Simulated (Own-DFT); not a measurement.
## Calculated data, GaN (wurtzite, strained, atoms displaced)

All values are calculated (Own-DFT development build). A calculation, not a measurement: plane-wave PBE density functional theory by an unreviewed code, no spin, of a simulated periodic cell, stress positive in tension, free energy of the whole cell less one offset for each atom, forces on such cells passed a denser k mesh, this cell's mesh not checked; offsets are fitted by least squares, one for each functional and potential file, so energies compare only between cells with the same atoms and settings and are not formation energies; the far tail of each file's local potential was reset to the Coulomb form; each entry is a single point on an unrelaxed cell, so the pressure reflects the starting lattice, mostly measured values (interpolated for alloys), from which strain is counted, and rises with the displacements; printed positions are rounded, which can move forces by about a meV/angstrom; the program, named Own-DFT, is a retired in-house code; no spin-orbit coupling.

Settings shared by all entries: functional PBE; potential files PseudoDojo norm-conserving, scalar-relativistic, standard set with the stringent files for Ga; wave cutoff 96 hartree; occupations Gaussian; smearing width 0.01 eV; k mesh 3 x 4 x 3 centred on Gamma.

```yaml
- entry: 1
  formula: GaN
  kind: "wurtzite, strained, atoms displaced"
  structure:
    cell_angstrom:
      - [12.756, 0.0, -0.1276]
      - [-4.7835, 8.2853, 0.0478]
      - [-0.1037, 0.0, 10.37]
    atoms_fractional:
      - [Ga, 0.08699, 0.22635, 0.0051]
      - [Ga, 0.16153, 0.10924, 0.24566]
      - ["N", 0.07533, 0.21664, 0.17705]
      - ["N", 0.16121, 0.1135, 0.42312]
      - [Ga, 0.07614, 0.20976, 0.49839]
      - [Ga, 0.16397, 0.11278, 0.75109]
      - ["N", 0.09248, 0.21872, 0.69028]
      - ["N", 0.16985, 0.12053, 0.93648]
      - [Ga, 0.08841, 0.56439, 0.00165]
      - [Ga, 0.16882, 0.44709, 0.25203]
      - ["N", 0.08163, 0.56107, 0.18708]
      - ["N", 0.17166, 0.44922, 0.44678]
      - [Ga, 0.07943, 0.55652, 0.50113]
      - [Ga, 0.16269, 0.43892, 0.75548]
      - ["N", 0.08987, 0.55799, 0.67798]
      - ["N", 0.16184, 0.44458, 0.94049]
      - [Ga, 0.07548, 0.88793, 0.9986]
      - [Ga, 0.16684, 0.77977, 0.25009]
      - ["N", 0.08877, 0.89146, 0.18998]
      - ["N", 0.16762, 0.78109, 0.44012]
      - [Ga, 0.08659, 0.90009, 0.49701]
      - [Ga, 0.16398, 0.77849, 0.74005]
      - ["N", 0.07891, 0.88667, 0.68599]
      - ["N", 0.16919, 0.77475, 0.94157]
      - [Ga, 0.33343, 0.21479, 0.99886]
      - [Ga, 0.41472, 0.10925, 0.25096]
      - ["N", 0.33781, 0.22109, 0.18439]
      - ["N", 0.41806, 0.12175, 0.44057]
      - [Ga, 0.32508, 0.21306, 0.50292]
      - [Ga, 0.42209, 0.11621, 0.75432]
      - ["N", 0.32652, 0.21605, 0.69141]
      - ["N", 0.41239, 0.10762, 0.93789]
      - [Ga, 0.32988, 0.55559, 0.99749]
      - [Ga, 0.42368, 0.44876, 0.24939]
      - ["N", 0.33073, 0.56658, 0.19235]
      - ["N", 0.42359, 0.44583, 0.44745]
      - [Ga, 0.34187, 0.55962, 0.48912]
      - [Ga, 0.42141, 0.44869, 0.74534]
      - ["N", 0.33458, 0.55802, 0.69569]
      - ["N", 0.41292, 0.43895, 0.94162]
      - [Ga, 0.32998, 0.87368, 0.00445]
      - [Ga, 0.41797, 0.77249, 0.25163]
      - ["N", 0.33519, 0.89289, 0.1868]
      - ["N", 0.4201, 0.77712, 0.43361]
      - [Ga, 0.33162, 0.87858, 0.50208]
      - [Ga, 0.41083, 0.7677, 0.74838]
      - ["N", 0.33209, 0.89142, 0.68937]
      - ["N", 0.41699, 0.78113, 0.94314]
      - [Ga, 0.58385, 0.21769, 0.0027]
      - [Ga, 0.67037, 0.11441, 0.25563]
      - ["N", 0.58484, 0.22237, 0.18546]
      - ["N", 0.66344, 0.1066, 0.43506]
      - [Ga, 0.59056, 0.22593, 0.49679]
      - [Ga, 0.66902, 0.11458, 0.75811]
      - ["N", 0.58702, 0.23183, 0.68618]
      - ["N", 0.66643, 0.11127, 0.94344]
      - [Ga, 0.58204, 0.54688, 0.00843]
      - [Ga, 0.6698, 0.45017, 0.25926]
      - ["N", 0.58641, 0.54721, 0.18686]
      - ["N", 0.66605, 0.4496, 0.44378]
      - [Ga, 0.58688, 0.55957, 0.5026]
      - [Ga, 0.67302, 0.4455, 0.74522]
      - ["N", 0.584, 0.56072, 0.69516]
      - ["N", 0.66968, 0.45059, 0.93506]
      - [Ga, 0.58459, 0.89215, 0.00374]
      - [Ga, 0.65563, 0.76793, 0.24733]
      - ["N", 0.58451, 0.89841, 0.18403]
      - ["N", 0.66112, 0.7806, 0.43743]
      - [Ga, 0.57666, 0.88863, 0.50368]
      - [Ga, 0.6679, 0.77587, 0.74374]
      - ["N", 0.5859, 0.8865, 0.69253]
      - ["N", 0.66687, 0.78414, 0.93787]
      - [Ga, 0.83397, 0.23158, 0.99703]
      - [Ga, 0.92046, 0.11735, 0.24696]
      - ["N", 0.83529, 0.21883, 0.18781]
      - ["N", 0.92113, 0.11936, 0.43271]
      - [Ga, 0.83382, 0.22627, 0.50921]
      - [Ga, 0.91617, 0.11554, 0.7465]
      - ["N", 0.83467, 0.22045, 0.68799]
      - ["N", 0.9127, 0.10892, 0.9453]
      - [Ga, 0.82899, 0.55422, 0.00146]
      - [Ga, 0.92446, 0.45039, 0.24945]
      - ["N", 0.8371, 0.56035, 0.19092]
      - ["N", 0.91517, 0.44913, 0.43441]
      - [Ga, 0.84121, 0.55541, 0.50576]
      - [Ga, 0.91521, 0.44293, 0.75321]
      - ["N", 0.83639, 0.56238, 0.68199]
      - ["N", 0.91399, 0.43788, 0.92994]
      - [Ga, 0.83415, 0.89036, 0.0015]
      - [Ga, 0.91773, 0.76785, 0.24817]
      - ["N", 0.83582, 0.88445, 0.19212]
      - ["N", 0.91308, 0.7794, 0.4386]
      - [Ga, 0.83975, 0.89166, 0.50213]
      - [Ga, 0.91445, 0.77677, 0.75388]
      - ["N", 0.83934, 0.88148, 0.68186]
      - ["N", 0.92387, 0.78073, 0.94297]
  results:
    "free_energy_of_cell_above_offsets [eV]": "-4.717"
    "pressure [GPa]": 6.98
    "stress_xx [GPa]": -6.55
    "stress_yy [GPa]": -6.03
    "stress_zz [GPa]": -8.34
    "stress_yz [GPa]": -0.46
    "stress_xz [GPa]": -2.09
    "stress_xy [GPa]": 0.56
    force_element: [Ga, Ga, "N", "N", Ga, Ga, "N", "N", Ga, Ga, "N", "N", Ga, Ga, "N", "N", Ga, Ga, "N", "N", Ga, Ga, "N", "N", Ga, Ga, "N", "N", Ga, Ga, "N", "N", Ga, Ga, "N", "N", Ga, Ga, "N", "N", Ga, Ga, "N", "N", Ga, Ga, "N", "N", Ga, Ga, "N", "N", Ga, Ga, "N", "N", Ga, Ga, "N", "N", Ga, Ga, "N", "N", Ga, Ga, "N", "N", Ga, Ga, "N", "N", Ga, Ga, "N", "N", Ga, Ga, "N", "N", Ga, Ga, "N", "N", Ga, Ga, "N", "N", Ga, Ga, "N", "N", Ga, Ga, "N", "N"]
    "force_x [eV/angstrom]": [-0.6, 0.923, 1.407, 0.684, 1.097, 2.165, -3.839, -0.471, -0.823, -0.724, 1.257, -0.675, 1.218, 0.791, -1.208, 0.283, 3.632, 0.903, -1.115, -0.442, -0.281, 0.505, 0.132, -1.557, -0.414, 0.721, -1.558, 0.762, 0.451, -0.704, 0.946, 1.431, 0.982, -0.988, 1.438, -0.926, -0.728, -0.867, -0.227, 0.217, -0.522, -0.566, 0.14, -1.138, -0.118, 0.213, 0.782, 0.803, -1.005, 0.001, -0.014, 0.593, -1.491, -0.558, 0.7, -0.005, -0.679, 1.128, -1.153, 1.395, 0.011, -1.106, 1.207, -0.125, 0.216, 1.425, 0.228, 0.79, 1.643, 0.424, -1.257, 0.544, 0.824, -0.476, -1.006, -1.564, 0.166, 1.874, -0.907, 0.442, 1.025, -1.213, -0.091, 0.805, -1.773, 0.636, 0.561, -0.177, -0.443, -0.566, -0.817, 1.585, -1.527, 1.346, -2.122, -2.882]
    "force_y [eV/angstrom]": [-0.569, 0.689, 1.456, 0.12, 2.362, -1.61, 1.114, -1.369, -1.248, -0.564, -0.298, -0.768, 0.057, 0.597, -0.803, 0.122, 1.844, 0.485, -0.437, -0.191, -1.3, 0.099, 0.503, 0.826, 0.7, 0.34, 0.693, -1.525, 0.941, -0.419, 0.73, -0.428, -0.061, -1.254, -2.368, -0.757, -0.93, -0.971, -1.45, 0.677, 2.028, 2.713, -0.964, 0.259, 1.586, 2.037, -0.109, -0.852, 0.556, 0.175, 0.558, 0.751, -0.201, -0.818, -1.304, 0.371, 0.957, -1.222, 0.937, -0.072, 0.576, 0.871, -1.05, -1.021, -0.533, 1.759, -1.255, 0.052, 0.341, 0.889, 0.965, -1.056, -1.765, -1.827, 1.386, -0.779, -0.501, -1.361, 0.584, 0.893, 0.256, -1.354, -2.086, -1.04, 1.161, 0.956, -0.933, 1.964, -0.336, 2.498, 0.069, -0.524, -0.057, 0.018, 1.539, -1.721]
    "force_z [eV/angstrom]": [-2.674, -1.507, 2.979, 2.231, 0.634, 1.033, -1.249, 0.607, -0.325, 0.492, 0.197, -1.242, -1.381, -1.13, 2.43, 0.051, 0.875, 0.224, -0.672, -0.311, -0.053, 1.313, 0.086, -1.381, 0.007, 0.258, 0.792, -0.1, -0.134, -0.696, -0.456, 0.284, 0.145, 0.365, -0.989, -1.425, 1.874, 1.125, -1.394, -0.178, -0.41, -0.765, 1.069, 0.705, -0.263, 1.08, -0.16, -0.936, -0.429, -1.539, 1.342, 1.545, 0.248, -0.742, 0.158, -0.715, -2.594, -0.543, 1.013, -0.106, 0.622, 0.662, -1.213, 0.058, -1.015, 0.293, 1.359, 0.196, 0.251, 1.47, -0.395, 0.09, 1.162, -0.055, -0.094, 0.982, -2.557, 1.418, 0.655, -1.619, 0.08, -0.261, -0.754, 0.514, -1.74, -1.644, 2.004, 1.673, 0.57, 0.914, -0.173, -0.384, -1.735, 0.086, 1.223, -1.308]
- entry: 2
  formula: GaN
  kind: "wurtzite, strained, atoms displaced"
  structure:
    cell_angstrom: [[12.756, -0.1276, 0.0], [-4.8664, 8.3331, 0.0], [0.0, 0.0, 10.37]]
    atoms_fractional:
      - [Ga, 0.08717, 0.22029, 0.00824]
      - [Ga, 0.16416, 0.11088, 0.24936]
      - ["N", 0.0864, 0.231, 0.1882]
      - ["N", 0.15695, 0.11175, 0.43731]
      - [Ga, 0.08305, 0.21633, 0.49493]
      - [Ga, 0.16479, 0.11273, 0.75609]
      - ["N", 0.08079, 0.2237, 0.68958]
      - ["N", 0.16146, 0.09586, 0.93446]
      - [Ga, 0.08008, 0.55112, 0.00083]
      - [Ga, 0.16571, 0.43839, 0.24826]
      - ["N", 0.07992, 0.55252, 0.19173]
      - ["N", 0.17196, 0.44468, 0.44863]
      - [Ga, 0.08383, 0.55676, 0.49925]
      - [Ga, 0.16799, 0.444, 0.75403]
      - ["N", 0.08068, 0.55273, 0.68323]
      - ["N", 0.16233, 0.44314, 0.93278]
      - [Ga, 0.08379, 0.8774, 0.99453]
      - [Ga, 0.17191, 0.79141, 0.25199]
      - ["N", 0.08411, 0.89912, 0.1831]
      - ["N", 0.16766, 0.77834, 0.44461]
      - [Ga, 0.0882, 0.8925, 0.49797]
      - [Ga, 0.16822, 0.78551, 0.75057]
      - ["N", 0.08736, 0.90032, 0.68335]
      - ["N", 0.16922, 0.7747, 0.93889]
      - [Ga, 0.32938, 0.22165, 0.99654]
      - [Ga, 0.41355, 0.1057, 0.24852]
      - ["N", 0.33529, 0.22158, 0.18874]
      - ["N", 0.4129, 0.10237, 0.42206]
      - [Ga, 0.33592, 0.22343, 0.49398]
      - [Ga, 0.40547, 0.09325, 0.74863]
      - ["N", 0.33208, 0.21165, 0.69355]
      - ["N", 0.41498, 0.11028, 0.93952]
      - [Ga, 0.32932, 0.55361, 0.98969]
      - [Ga, 0.41826, 0.43816, 0.24554]
      - ["N", 0.34106, 0.56596, 0.19944]
      - ["N", 0.41641, 0.44764, 0.43844]
      - [Ga, 0.33784, 0.55372, 0.49007]
      - [Ga, 0.41121, 0.44747, 0.75181]
      - ["N", 0.32798, 0.56595, 0.6847]
      - ["N", 0.42175, 0.44646, 0.93725]
      - [Ga, 0.33385, 0.88704, 0.99799]
      - [Ga, 0.41753, 0.77792, 0.25245]
      - ["N", 0.33102, 0.88496, 0.1876]
      - ["N", 0.41521, 0.7735, 0.4398]
      - [Ga, 0.3408, 0.89748, 0.48844]
      - [Ga, 0.41278, 0.7748, 0.74943]
      - ["N", 0.33077, 0.88584, 0.68615]
      - ["N", 0.41029, 0.77579, 0.94004]
      - [Ga, 0.58547, 0.22426, 0.99223]
      - [Ga, 0.66848, 0.12075, 0.25214]
      - ["N", 0.58517, 0.22503, 0.19387]
      - ["N", 0.6623, 0.11361, 0.43343]
      - [Ga, 0.58348, 0.22646, 0.50176]
      - [Ga, 0.66555, 0.11554, 0.75546]
      - ["N", 0.57861, 0.22403, 0.68852]
      - ["N", 0.66812, 0.11468, 0.93118]
      - [Ga, 0.57202, 0.53453, 0.99489]
      - [Ga, 0.67204, 0.44597, 0.24795]
      - ["N", 0.58219, 0.54607, 0.18679]
      - ["N", 0.66409, 0.43838, 0.43189]
      - [Ga, 0.58541, 0.55396, 0.50507]
      - [Ga, 0.66437, 0.44639, 0.75115]
      - ["N", 0.57901, 0.55025, 0.6877]
      - ["N", 0.66765, 0.4518, 0.94439]
      - [Ga, 0.58338, 0.88469, 0.00272]
      - [Ga, 0.67454, 0.77788, 0.2543]
      - ["N", 0.58006, 0.89428, 0.17713]
      - ["N", 0.6646, 0.7773, 0.44391]
      - [Ga, 0.57714, 0.88605, 0.50825]
      - [Ga, 0.6644, 0.77729, 0.75291]
      - ["N", 0.57975, 0.8975, 0.68366]
      - ["N", 0.66671, 0.77907, 0.93593]
      - [Ga, 0.8333, 0.22641, 0.00572]
      - [Ga, 0.92105, 0.11247, 0.25842]
      - ["N", 0.83425, 0.21686, 0.1814]
      - ["N", 0.9154, 0.09866, 0.43858]
      - [Ga, 0.83531, 0.22844, 0.4977]
      - [Ga, 0.91372, 0.10341, 0.74878]
      - ["N", 0.8276, 0.21263, 0.69581]
      - ["N", 0.92223, 0.1171, 0.93258]
      - [Ga, 0.83132, 0.56369, 0.00526]
      - [Ga, 0.9214, 0.44713, 0.251]
      - ["N", 0.83179, 0.55999, 0.19831]
      - ["N", 0.92154, 0.43505, 0.44357]
      - [Ga, 0.83413, 0.55837, 0.49902]
      - [Ga, 0.91978, 0.44631, 0.75484]
      - ["N", 0.84029, 0.55663, 0.68581]
      - ["N", 0.90918, 0.44281, 0.94005]
      - [Ga, 0.83182, 0.89349, 0.99608]
      - [Ga, 0.91699, 0.76374, 0.24677]
      - ["N", 0.83895, 0.89236, 0.18969]
      - ["N", 0.9262, 0.78421, 0.44456]
      - [Ga, 0.83661, 0.89472, 0.50437]
      - [Ga, 0.91781, 0.78594, 0.74912]
      - ["N", 0.83253, 0.88916, 0.69187]
      - ["N", 0.92043, 0.77939, 0.94475]
  results:
    "free_energy_of_cell_above_offsets [eV]": "-4.186"
    "pressure [GPa]": 7.19
    "stress_xx [GPa]": -5.97
    "stress_yy [GPa]": -7.71
    "stress_zz [GPa]": -7.9
    "stress_yz [GPa]": -0.18
    "stress_xz [GPa]": 0.34
    "stress_xy [GPa]": -3.3
    force_element: [Ga, Ga, "N", "N", Ga, Ga, "N", "N", Ga, Ga, "N", "N", Ga, Ga, "N", "N", Ga, Ga, "N", "N", Ga, Ga, "N", "N", Ga, Ga, "N", "N", Ga, Ga, "N", "N", Ga, Ga, "N", "N", Ga, Ga, "N", "N", Ga, Ga, "N", "N", Ga, Ga, "N", "N", Ga, Ga, "N", "N", Ga, Ga, "N", "N", Ga, Ga, "N", "N", Ga, Ga, "N", "N", Ga, Ga, "N", "N", Ga, Ga, "N", "N", Ga, Ga, "N", "N", Ga, Ga, "N", "N", Ga, Ga, "N", "N", Ga, Ga, "N", "N", Ga, Ga, "N", "N", Ga, Ga, "N", "N"]
    "force_x [eV/angstrom]": [-0.743, 0.229, 0.391, 3.159, -1.34, -0.341, 0.776, -0.161, -0.28, 0.258, 1.229, -1.453, 1.393, -1.493, 0.468, 0.544, -0.016, -0.783, 0.768, 0.106, 0.29, -0.538, -0.034, -0.457, 0.655, 0.684, -0.805, -0.327, -0.622, 0.784, -0.891, -0.055, 0.471, -0.636, -0.383, 1.65, -1.118, 0.179, 1.983, -3.648, -0.092, 0.266, 0.536, -0.183, -0.374, -0.073, 0.431, 1.286, -0.045, 0.298, -0.281, 0.769, 0.119, -0.357, 0.182, -0.243, 1.866, -2.045, 0.281, 0.034, -0.179, 0.921, -0.095, 0.653, -0.483, -1.454, 1.108, 0.326, 0.895, -0.629, 0.754, -0.307, 0.513, -0.787, 0.076, -1.007, -0.194, -0.295, 0.666, -0.422, 0.838, -0.986, 2.004, -1.64, 0.531, -0.261, -1.479, 0.334, 0.801, -0.598, 0.223, -1.649, 0.062, 0.997, -0.208, -1.299]
    "force_y [eV/angstrom]": [-0.482, 0.595, -1.592, -0.546, 1.782, 0.398, -0.315, 1.649, 0.126, 2.571, 1.246, -0.617, -0.087, -0.204, 0.779, -0.506, 0.797, -1.364, -1.479, 0.408, 0.25, -1.354, -1.011, -0.491, -0.799, 0.639, -0.539, 2.022, -0.459, 2.07, 1.565, 0.062, 0.472, 1.164, -2.54, -1.095, 0.412, -0.712, -1.668, -1.399, 0.556, 1.115, 0.336, 0.81, -2.047, 1.219, -0.537, -0.045, -0.467, -1.296, -0.073, -0.331, -0.774, -0.16, -0.233, -0.516, 3.463, -1.048, 1.212, 1.254, 0.055, -0.069, 0.785, -0.998, 0.494, -0.182, -0.01, 0.102, 0.777, 0.216, -0.94, -0.966, -0.807, -0.545, 0.747, 2.369, -2.695, 1.755, 1.179, -0.265, -0.633, -1.24, -2.16, 1.945, -0.298, -0.799, 0.201, 0.899, 0.313, 4.268, -0.39, -1.223, -2.122, -1.037, -0.89, -0.022]
    "force_z [eV/angstrom]": [-2.082, 0.134, 0.346, -0.914, 2.032, -1.862, -0.394, 1.652, 0.116, 1.509, -0.571, -1.83, 0.434, -2.18, 1.505, 1.881, 0.91, 0.119, 0.335, -1.28, 0.561, -0.872, 1.053, -0.316, 0.306, -2.474, -0.637, 3.086, 0.818, 0.643, -1.106, -0.142, 1.877, 0.734, -1.997, -0.339, 1.379, -1.369, 0.051, -0.725, 0.788, -0.298, -0.204, -0.41, 1.716, 0.196, -0.892, -0.779, 1.302, -1.024, -1.697, 1.364, -0.319, -1.909, 0.206, 2.303, 2.114, 0.251, -0.218, 1.266, -1.21, -0.147, 0.817, -1.268, -1.691, -0.63, 2.965, -0.164, -2.135, -0.877, 2.241, 0.418, -2.204, -1.582, 2.6, 0.23, 1.585, 0.221, -1.41, 1.498, -0.211, 0.445, -1.844, -1.738, 0.121, -0.781, 0.666, 0.663, 0.77, 1.542, -0.249, -1.201, -0.071, 0.105, -0.435, -1.182]
```
